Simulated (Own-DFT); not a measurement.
GaAs (zincblende with one plane slipped along a stacking-fault path, atoms displaced), GaP (zincblende, strained, atoms displaced), SiC (3C silicon carbide, atoms displaced), Si$_{3}$N$_{4}$ (beta silicon nitride, strained, atoms displaced) (calculated)

All values are calculated (Own-DFT development build). A calculation, not a measurement: plane-wave PBE density functional theory by an unreviewed code, no spin, of a simulated periodic cell, stress positive in tension, free energy of the whole cell less one offset for each atom, forces on such cells passed a denser k mesh, this cell's mesh not checked; offsets are fitted by least squares, one for each functional and potential file, so energies compare only between cells with the same atoms and settings and are not formation energies; the far tail of each file's local potential was reset to the Coulomb form; each entry is a single point on an unrelaxed cell, so the pressure reflects the starting lattice, mostly measured values (interpolated for alloys), from which strain is counted, and rises with the displacements; printed positions are rounded, which can move forces by about a meV/angstrom; the program, named Own-DFT, is a retired in-house code; no spin-orbit coupling.

Common to all runs: functional PBE; potential files PseudoDojo norm-conserving, scalar-relativistic, standard set; wave cutoff 42 hartree; occupations Fermi-Dirac; smearing width 0.1 eV.

(1) GaAs (zincblende with one plane slipped along a stacking-fault path, atoms displaced)

```xyz
48
Lattice="5.6533 -5.6533 0.0000 0.0000 5.6533 -5.6533 12.0604 12.0604 9.7991" Properties=species:S:1:pos:R:3 GaAs
Ga     5.6526    -5.6200     0.0055
As     7.1206     1.4221    -4.2928
Ga     2.8168     2.8457     0.0597
As     4.2331     4.2431     1.4262
Ga     5.6646     2.8578     2.8561
As     7.0583     4.1991     4.2418
Ga     6.4179     6.4375     4.1454
As     7.8313     7.8450     5.5993
Ga     9.2669     9.2451     4.1158
As    10.6649    10.6615     5.6001
Ga    11.9945     9.2038     6.9230
As    13.4514    10.6493     8.3552
Ga     5.6004    -2.7586    -2.7749
As     7.0791    -1.4092    -1.4043
Ga     2.8250     5.7037    -2.8415
As     4.2498     7.0613    -1.3833
Ga     5.6803     5.5955     0.0588
As     7.0980     7.0774     1.4412
Ga     6.4434     9.2117     1.2817
As     7.8382    10.6789     2.7683
Ga     9.2163    12.0447     1.3513
As    10.6889    13.4695     2.6901
Ga    12.0319    12.0324     4.1736
As    13.4537    13.4735     5.5283
Ga     2.8269     2.8243    -5.6279
As     4.2043     4.2227    -4.2788
Ga     5.6687    -0.0001    -0.0513
As     7.1243     1.4364     1.4014
Ga     8.5148     0.0166     2.8465
As     9.8600     1.4108     4.2808
Ga     9.2113     3.5914     4.1381
As    10.6274     5.0347     5.6054
Ga    12.0355     6.4512     4.1677
As    13.4505     7.8574     5.5333
Ga    14.8440     6.3854     6.9909
As    16.3117     7.8519     8.3948
Ga    14.8587    12.0666     6.9936
As     4.2306     1.4223    -1.4428
Ga     5.6462     2.8016    -2.8785
As     7.0720     4.2090    -1.4592
Ga     8.5316     2.7989     0.0236
As     9.9180     4.3240     1.4009
Ga     9.2167     6.3994     1.3122
As    10.6486     7.8067     2.7507
Ga    12.0681     9.2618     1.3144
As    13.4956    10.6798     2.7255
Ga    14.8624     9.2875     4.1901
As    16.2630    10.6366     5.5482
```

| Item | Value |
| --- | --- |
| k mesh | 4 x 4 x 2 centred on Gamma |
| free energy of cell above offsets | -16.655 eV |
| pressure | 4.41 GPa |
| stress xx | -5.42 GPa |
| stress yy | -5.54 GPa |
| stress zz | -2.27 GPa |
| stress yz | 0.18 GPa |
| stress xz | -0.02 GPa |
| stress xy | 0.29 GPa |

Force:
| element | x (eV/Å) | y (eV/Å) | z (eV/Å) |
| --- | --- | --- | --- |
| Ga | -0.009 | -0.414 | -0.202 |
| As | -0.696 | -0.206 | 0.548 |
| Ga | 0.469 | 0.113 | -0.865 |
| As | 0.108 | -0.101 | 0.284 |
| Ga | -0.183 | -0.647 | -0.449 |
| As | -1.645 | -0.28 | 1.441 |
| Ga | 1.332 | 1.029 | -0.911 |
| As | 0.126 | -0.038 | -0.43 |
| Ga | -0.108 | 0.057 | 0.499 |
| As | -0.679 | -0.023 | -0.438 |
| Ga | 0.761 | 0.303 | 0.416 |
| As | -0.18 | -0.34 | 0.273 |
| Ga | 0.468 | -0.437 | -0.566 |
| As | 0.255 | 0.114 | -0.206 |
| Ga | 0.217 | -0.438 | 0.178 |
| As | 0.429 | -0.257 | -0.139 |
| Ga | 0.137 | 0.265 | -0.603 |
| As | -2.024 | -1.815 | 1.238 |
| Ga | 0.984 | 2.239 | -0.899 |
| As | -0.458 | -0.301 | -0.1 |
| Ga | 0.066 | 0.443 | 0.046 |
| As | -0.768 | -0.045 | 0.812 |
| Ga | 0.266 | 0.35 | -0.336 |
| As | -0.213 | 0.236 | 0.603 |
| Ga | -0.449 | -0.037 | -0.53 |
| As | 0.485 | 0.566 | 0.367 |
| Ga | -0.148 | 0.21 | 0.452 |
| As | -0.696 | -0.306 | 0.268 |
| Ga | -0.401 | -0.081 | -0.138 |
| As | -0.854 | -1.213 | 1.191 |
| Ga | 2.03 | 1.364 | -1.009 |
| As | 0.068 | -0.342 | -0.514 |
| Ga | 0.136 | -0.39 | 0.034 |
| As | 0.272 | -0.321 | 0.269 |
| Ga | 0.462 | 0.774 | -0.279 |
| As | -0.417 | -0.31 | -0.045 |
| Ga | -0.066 | 0.062 | -0.351 |
| As | 0.001 | 0.16 | 0.302 |
| Ga | -0.001 | 0.14 | -0.005 |
| As | 0.085 | -0.026 | 0.392 |
| Ga | -0.165 | 0.663 | -0.257 |
| As | -0.737 | -2.923 | 1.107 |
| Ga | 1.681 | 2.296 | -1.065 |
| As | 0.03 | 0.281 | -0.53 |
| Ga | -0.106 | -0.068 | 0.251 |
| As | -0.557 | -0.414 | 0.385 |
| Ga | 0.271 | -0.598 | -0.831 |
| As | 0.42 | 0.706 | 0.344 |

(2) GaP (zincblende, strained, atoms displaced)

```xyz
64
Lattice="10.8620 0.0000 0.0000 0.0000 10.8620 0.0000 0.0000 0.0000 10.9439" Properties=species:S:1:pos:R:3 GaP
Ga     0.0773     0.0001    10.7894
Ga    10.8184     2.6213     2.6812
Ga     2.7164    10.7845     2.7070
Ga     2.6008     2.6437    10.9361
P      1.2256     1.2825     1.3310
P      1.2522     3.9399     4.0875
P      4.0868     1.3100     4.1235
P      4.1391     4.0264     1.3866
Ga    10.8464    10.8330     5.4819
Ga    10.6661     2.7485     8.1599
Ga     2.7194     0.0145     8.1841
Ga     2.7433     2.5670     5.4735
P      1.3829     1.3737     6.8925
P      1.3753     3.9308     9.4701
P      4.0448     1.4432     9.5600
P      4.0018     3.9905     6.8897
Ga     0.2116     5.4258     0.0356
Ga    10.8188     8.1552     2.6228
Ga     2.8396     5.4344     2.6354
Ga     2.6371     8.1830    10.8753
P      1.4717     6.8671     1.4876
P      1.2982     9.4908     4.0986
P      4.1358     6.7467     4.0901
P      4.0526     9.4780     1.3791
Ga     0.0100     5.4616     5.3869
Ga     0.0208     8.1714     8.2474
Ga     2.6476     5.3060     8.3306
Ga     2.7264     8.0394     5.4161
P      1.3417     6.7580     6.6681
P      1.3589     9.4308     9.4578
P      4.0425     6.8212     9.5077
P      4.0521     9.5012     6.8578
Ga     5.4178    10.8613     0.0447
Ga     5.3653     2.6227     2.6228
Ga     8.1704     0.0238     2.8402
Ga     8.2155     2.7031    10.8326
P      6.7229     1.3462     1.3763
P      6.7221     4.1190     4.3221
P      9.6406     1.2756     4.1440
P      9.5446     4.0427     1.5193
Ga     5.5209     0.0397     5.5165
Ga     5.4118     2.7398     8.2162
Ga     8.2198     0.0409     8.2812
Ga     8.1542     2.7671     5.4202
P      6.8288     1.4552     6.6903
P      6.8285     4.0236     9.3874
P      9.4752     1.5158     9.6552
P      9.5075     3.9503     6.7877
Ga     5.3284     5.4950     0.0428
Ga     5.4053     8.2351     2.8164
Ga     8.1470     5.4818     2.5972
Ga     8.2474     8.1783     0.0590
P      6.7097     6.7737     1.3494
P      6.8389     9.5126     4.1386
P      9.5162     6.8510     4.0134
P      9.4975     9.5485     1.1868
Ga     5.5275     5.4025     5.6796
Ga     5.3031     8.1172     8.2250
Ga     8.1302     5.4427     8.1335
Ga     8.1948     8.1148     5.4375
P      6.6279     6.8680     6.7370
P      6.9039     9.4440     9.5624
P      9.4808     6.8510     9.6480
P      9.4520     9.5290     6.9524
```

| Quantity | Value |
| --- | --- |
| hardware | one NVIDIA H100 |
| k mesh | 3 x 3 x 3 centred on Gamma |
| free energy of cell above offsets | -30.286 eV |
| pressure | 4.16 GPa |
| stress xx | -4.36 GPa |
| stress yy | -4.57 GPa |
| stress zz | -3.56 GPa |
| stress yz | -0.32 GPa |
| stress xz | -0.01 GPa |
| stress xy | 0.01 GPa |
| wall time | 543.4 s |

Force:
| element | x (eV/Å) | y (eV/Å) | z (eV/Å) |
| --- | --- | --- | --- |
| Ga | -0.735 | -0.212 | -0.109 |
| Ga | 0.309 | -0.085 | 0.822 |
| Ga | -0.518 | 0.591 | 0.53 |
| Ga | 0.67 | 0.163 | 0.558 |
| P | 1.456 | -0.059 | 0.189 |
| P | 1.566 | 0.657 | -0.278 |
| P | 0.018 | -0.48 | -0.776 |
| P | -1.281 | 0.044 | -1.277 |
| Ga | 0.752 | -0.564 | 1.236 |
| Ga | 1.907 | -0.921 | 0.425 |
| Ga | 0.296 | 0.057 | 0.202 |
| Ga | -0.517 | 1.161 | -0.195 |
| P | -1.211 | -0.372 | -0.084 |
| P | -1.448 | 0.292 | 1.365 |
| P | 0.315 | -1.315 | 0.478 |
| P | 0.113 | 0.759 | -0.36 |
| Ga | -0.981 | -0.059 | 0.015 |
| Ga | -0.013 | 0.966 | 0.388 |
| Ga | -0.633 | -0.612 | 1.519 |
| Ga | 0.793 | -0.31 | 0.594 |
| P | -0.317 | -0.548 | -1.368 |
| P | 0.408 | -0.407 | -0.181 |
| P | 0.232 | -0.385 | 0.502 |
| P | 0.029 | -0.049 | -0.707 |
| Ga | -0.595 | -0.941 | -0.298 |
| Ga | -0.91 | -1.373 | -1.37 |
| Ga | 0.722 | 1.301 | -1.905 |
| Ga | 0.252 | 0.993 | -0.361 |
| P | -0.008 | -0.141 | 2.4 |
| P | 0.679 | 1.447 | 0.699 |
| P | -1.014 | -0.994 | 1.183 |
| P | 0.034 | 0.144 | -0.745 |
| Ga | -0.007 | -0.376 | -0.992 |
| Ga | 0.585 | 0.524 | 2.113 |
| Ga | 0.098 | -0.031 | -1.02 |
| Ga | -2.285 | 2.132 | 2.626 |
| P | 1.74 | -0.028 | -0.335 |
| P | 0.61 | -0.45 | -3.131 |
| P | -1.623 | 1.038 | -0.419 |
| P | -0.382 | 0.342 | -2.263 |
| Ga | -0.642 | -0.675 | -0.225 |
| Ga | 0.089 | -0.694 | -0.948 |
| Ga | -1.1 | 0.762 | -0.367 |
| Ga | 0.561 | -0.702 | -0.75 |
| P | -0.023 | -0.769 | 2.247 |
| P | -0.214 | 0.932 | 2.069 |
| P | 1.824 | -2.88 | -1.732 |
| P | -0.465 | 2.772 | -0.764 |
| Ga | 0.748 | -0.713 | -1.173 |
| Ga | 0.326 | -0.679 | -0.301 |
| Ga | -0.702 | -0.323 | 1.66 |
| Ga | -1.874 | -1.005 | -0.497 |
| P | 0.478 | 1.112 | 0.065 |
| P | -0.209 | 0.004 | -0.024 |
| P | -0.304 | -0.688 | 0.102 |
| P | 0.864 | 1.088 | 1.991 |
| Ga | -2.669 | -1.097 | -1.189 |
| Ga | 1.486 | 1.106 | -0.393 |
| Ga | 0.265 | 0.609 | -0.308 |
| Ga | -0.237 | 0.348 | 0.497 |
| P | 2.432 | 1.165 | 1.98 |
| P | -1.449 | 0.406 | 0.192 |
| P | 1 | -1.532 | -0.747 |
| P | 0.709 | -0.45 | -1.056 |

(3) SiC (3C silicon carbide, atoms displaced)

```xyz
64
Lattice="8.7192 0.0000 0.0000 0.0000 8.7192 0.0000 0.0000 0.0000 8.7192" Properties=species:S:1:pos:R:3 SiC
Si     0.0155     8.6845     8.6648
Si     0.0492     2.1816     2.1695
Si     2.2117     0.0234     2.2157
Si     2.1834     2.1823     0.0058
C      1.1342     1.0939     1.0633
C      1.1306     3.2514     3.2623
C      3.2339     1.1072     3.2715
C      3.3032     3.2454     1.0527
Si     0.0085     8.6795     4.3227
Si     0.0069     2.1928     6.4849
Si     2.2408     8.7188     6.5186
Si     2.1835     2.1904     4.4059
C      1.1054     1.0526     5.4630
C      1.0641     3.2601     7.6123
C      3.2796     1.1495     7.6748
C      3.2526     3.2654     5.4553
Si     8.6702     4.3472     0.0337
Si     0.0332     6.5314     2.1740
Si     2.1981     4.3479     2.1397
Si     2.2480     6.5610     8.7162
C      1.1169     5.4532     1.0862
C      1.0414     7.6766     3.2616
C      3.2651     5.4581     3.2698
C      3.2520     7.6397     1.1285
Si     0.0480     4.3391     4.4244
Si     0.0343     6.5153     6.5716
Si     2.1767     4.3555     6.5335
Si     2.1950     6.5695     4.3628
C      1.1267     5.4210     5.5085
C      1.0664     7.6188     7.6223
C      3.3037     5.4678     7.6573
C      3.2837     7.6615     5.4717
Si     4.3013     0.0239     8.7112
Si     4.4131     2.1764     2.1770
Si     6.5842     8.6831     2.1058
Si     6.5578     2.1696     0.0634
C      5.4465     1.1083     1.1025
C      5.4353     3.2742     3.2894
C      7.6654     1.0623     3.2862
C      7.6500     3.2870     1.0777
Si     4.3310     8.7128     4.3585
Si     4.3971     2.1981     6.5010
Si     6.5603     8.6863     6.5634
Si     6.5019     2.2297     4.3757
C      5.4175     1.0922     5.4715
C      5.5357     3.2480     7.6019
C      7.6932     1.0838     7.6530
C      7.6494     3.2627     5.4339
Si     4.3327     4.3717     0.0114
Si     4.3342     6.5106     2.1625
Si     6.5415     4.4018     2.1697
Si     6.5281     6.5269     0.0272
C      5.4070     5.4519     1.0296
C      5.5054     7.6376     3.2710
C      7.6316     5.4559     3.2671
C      7.6388     7.6241     1.1111
Si     4.3732     4.3755     4.3455
Si     4.3764     6.5570     6.5572
Si     6.5589     4.3878     6.5665
Si     6.5283     6.4978     4.3899
C      5.4093     5.4851     5.4811
C      5.4756     7.5981     7.6297
C      7.6226     5.4245     7.6746
C      7.6572     7.6167     5.4790
```

| Item | Value |
| --- | --- |
| hardware | one NVIDIA H100 |
| k mesh | 4 x 4 x 4 centred on Gamma |
| free energy of cell above offsets | -9.659 eV |
| pressure | 3.73 GPa |
| stress xx | -3.64 GPa |
| stress yy | -3.87 GPa |
| stress zz | -3.67 GPa |
| stress yz | -0.38 GPa |
| stress xz | 0.27 GPa |
| stress xy | 0.51 GPa |
| wall time | 368 s |

Force:
| element | x (eV/Å) | y (eV/Å) | z (eV/Å) |
| --- | --- | --- | --- |
| Si | 0.278 | 0.729 | 1.4 |
| Si | -0.576 | -0.463 | 0.359 |
| Si | -1.213 | 0.019 | -0.767 |
| Si | -0.477 | 0.384 | -0.474 |
| C | -0.609 | -0.588 | 0.407 |
| C | -0.19 | 0.646 | 0.375 |
| C | 1.324 | 0.172 | 0.425 |
| C | -0.219 | 0.418 | 0.877 |
| Si | -0.695 | 1.096 | 1.654 |
| Si | 0.156 | -0.994 | 1.265 |
| Si | -1.458 | 0.772 | 1.318 |
| Si | -0.299 | -0.591 | -0.851 |
| C | -0.052 | 0.399 | -0.562 |
| C | 0.404 | 0.47 | 0.416 |
| C | 0.117 | -0.872 | -1.586 |
| C | 0.864 | 0.588 | -0.016 |
| Si | 1.748 | 0.316 | -0.967 |
| Si | -0.429 | 0.061 | 0.202 |
| Si | -0.019 | -0.137 | 0.687 |
| Si | -1.697 | -0.183 | 0.104 |
| C | -0.16 | -0.103 | -0.289 |
| C | 1.903 | -1.538 | -0.278 |
| C | -0.054 | -0.152 | -0.085 |
| C | 0.53 | 0.15 | -0.434 |
| Si | -0.362 | 0.299 | -1.782 |
| Si | -0.787 | 0.025 | -0.121 |
| Si | 0.639 | -0.323 | 1.325 |
| Si | -0.627 | -0.293 | 0.083 |
| C | -0.353 | 1.068 | -1.238 |
| C | 1.973 | -0.232 | -0.081 |
| C | -0.533 | -0.228 | -0.922 |
| C | 0.205 | -1.077 | -0.451 |
| Si | 1.429 | -0.303 | 0.424 |
| Si | -1.363 | 0.018 | 0.393 |
| Si | -0.76 | 1.19 | 2.188 |
| Si | 0.358 | 0.003 | -1.655 |
| C | 0.359 | -0.976 | -0.301 |
| C | 0.399 | 0.663 | -0.701 |
| C | -0.943 | 0.993 | -0.754 |
| C | -0.685 | -0.542 | 1.478 |
| Si | 1.186 | 0.46 | -0.569 |
| Si | -0.459 | 0.161 | 1.435 |
| Si | 0.144 | 0.939 | -0.183 |
| Si | 1.086 | -1.715 | -0.291 |
| C | 0.893 | -0.513 | -0.65 |
| C | -1.431 | 0.373 | 0.75 |
| C | -1.349 | 0.27 | -0.555 |
| C | -0.658 | 0.656 | 0.3 |
| Si | 1.109 | -1.072 | -1.23 |
| Si | 0.981 | 0.974 | 0.598 |
| Si | -0.056 | -0.655 | 0.052 |
| Si | 0.418 | 0.286 | -0.464 |
| C | 0.598 | -0.114 | 1.595 |
| C | -1.205 | -0.504 | -0.288 |
| C | 0.512 | -0.358 | 0.579 |
| C | 0.655 | -0.803 | -1.428 |
| Si | -0.782 | -0.025 | 0.69 |
| Si | -0.369 | -0.062 | 0.134 |
| Si | -0.115 | -0.491 | -0.455 |
| Si | 0.58 | 1.225 | -0.38 |
| C | 0.789 | -1.137 | -0.449 |
| C | -0.687 | 0.94 | 0.596 |
| C | 0.22 | 0.887 | -0.447 |
| C | -0.184 | -0.607 | -0.405 |

(4) Si$_{3}$N$_{4}$ (beta silicon nitride, strained, atoms displaced)

```xyz
42
Lattice="7.5640 -0.0240 -0.1361 -3.8028 6.6409 -0.0263 -0.1562 -0.1250 8.6940" Properties=species:S:1:pos:R:3 Si3N4
Si    -1.6350     5.1270     0.6261
Si     0.1964     2.6904     0.6613
Si     1.3313     5.4962     0.6364
Si     5.4242     1.5314     2.0492
Si     3.5173     3.8966     2.0631
Si     2.3699     1.0820     2.0571
N      2.4712     0.0909     0.6460
N      6.2494     1.9788     0.5866
N      2.7457     4.4947     0.6528
N      1.3154     6.4039     2.0512
N     -2.5163     4.5593     2.0929
N      0.9508     2.1783     2.1862
N     -0.0624     4.4636     0.6746
N      3.7163     2.0996     2.0206
Si    -1.6652     5.0536     3.6078
Si     0.1492     2.5633     3.6170
Si     1.2272     5.4222     3.4529
Si     5.2948     1.4710     4.9819
Si     3.4214     3.8426     4.9490
Si     2.3053     1.0090     4.9933
N      2.2600     0.2146     3.5389
N      6.0678     1.9095     3.4631
N      2.6583     4.3706     3.5718
N      1.1744     6.3107     4.9605
N     -2.4697     4.5528     5.0461
N      1.0225     2.1781     4.9788
N     -0.1812     4.4031     3.6003
N      3.6906     2.1994     4.9082
Si    -1.6994     5.0289     6.5414
Si     0.0162     2.5721     6.4633
Si     1.3019     5.3601     6.3551
Si     5.2321     1.3336     7.8988
Si     3.3085     3.7824     7.8489
Si     2.2257     1.0192     7.8683
N      2.2549     0.0660     6.5054
N      6.1265     1.8968     6.2796
N      2.7692     4.3040     6.4571
N      1.2821     6.4065     7.8423
N     -2.6053     4.5470     7.8838
N      0.8595     2.0915     7.8999
N     -0.0360     4.3869     6.4033
N      3.6209     2.1542     7.9150
```

| Quantity | Value |
| --- | --- |
| k mesh | 3 x 3 x 3 centred on Gamma |
| free energy of cell above offsets | -2.754 eV |
| pressure | 9.14 GPa |
| stress xx | -8.73 GPa |
| stress yy | -6.79 GPa |
| stress zz | -11.88 GPa |
| stress yz | -4.2 GPa |
| stress xz | -7.58 GPa |
| stress xy | -2.72 GPa |

Force:
| element | x (eV/Å) | y (eV/Å) | z (eV/Å) |
| --- | --- | --- | --- |
| Si | -1.213 | -3.288 | 1.245 |
| Si | 1.467 | 2.003 | 1.282 |
| Si | -0.184 | -0.399 | -1.362 |
| Si | -4.037 | -1.469 | -2.428 |
| Si | -1.233 | -1.781 | 0.78 |
| Si | -0.351 | 0.927 | 0.976 |
| N | -0.908 | 4.104 | -0.702 |
| N | -1.537 | -0.863 | 0.263 |
| N | -0.841 | -0.243 | -1.549 |
| N | 0.561 | 1.302 | 0.399 |
| N | 2.42 | 1.618 | 0.551 |
| N | 0.985 | -0.78 | -2.557 |
| N | 1.339 | -1.612 | -0.442 |
| N | 1.362 | 1.951 | -0.03 |
| Si | -2.754 | 0.89 | -1.06 |
| Si | -1.394 | 2.756 | -0.812 |
| Si | 0.152 | -0.873 | 1.319 |
| Si | -3.6 | -1.464 | -3.905 |
| Si | 2.435 | 0.545 | 0.712 |
| Si | 1.473 | 2.415 | 1.075 |
| N | -0.096 | -3.201 | -0.63 |
| N | 2.881 | 0.741 | 3.554 |
| N | -1.038 | 1.1 | -2.65 |
| N | 1.239 | 2.487 | -0.723 |
| N | -1.217 | 0.133 | 0.203 |
| N | -1.327 | -0.561 | 2.851 |
| N | 3.852 | -2.463 | -0.778 |
| N | 0.125 | -3.621 | 0.842 |
| Si | 0.424 | -1.843 | -2.025 |
| Si | 4.93 | 3.237 | -1.026 |
| Si | 1.143 | 0.403 | 1.38 |
| Si | -0.699 | 5.679 | -1.484 |
| Si | 3.256 | 0.584 | 3.609 |
| Si | 1.416 | 1.129 | 2.156 |
| N | 0 | 1.472 | -1.957 |
| N | -2.089 | -1.265 | 4.531 |
| N | -4.653 | 3.091 | -3.88 |
| N | -0.215 | -5.79 | -0.26 |
| N | -0.143 | -0.438 | 1.21 |
| N | 0.042 | -0.38 | 0.489 |
| N | -2.396 | -2.633 | 1.185 |
| N | 0.421 | -3.603 | -0.355 |
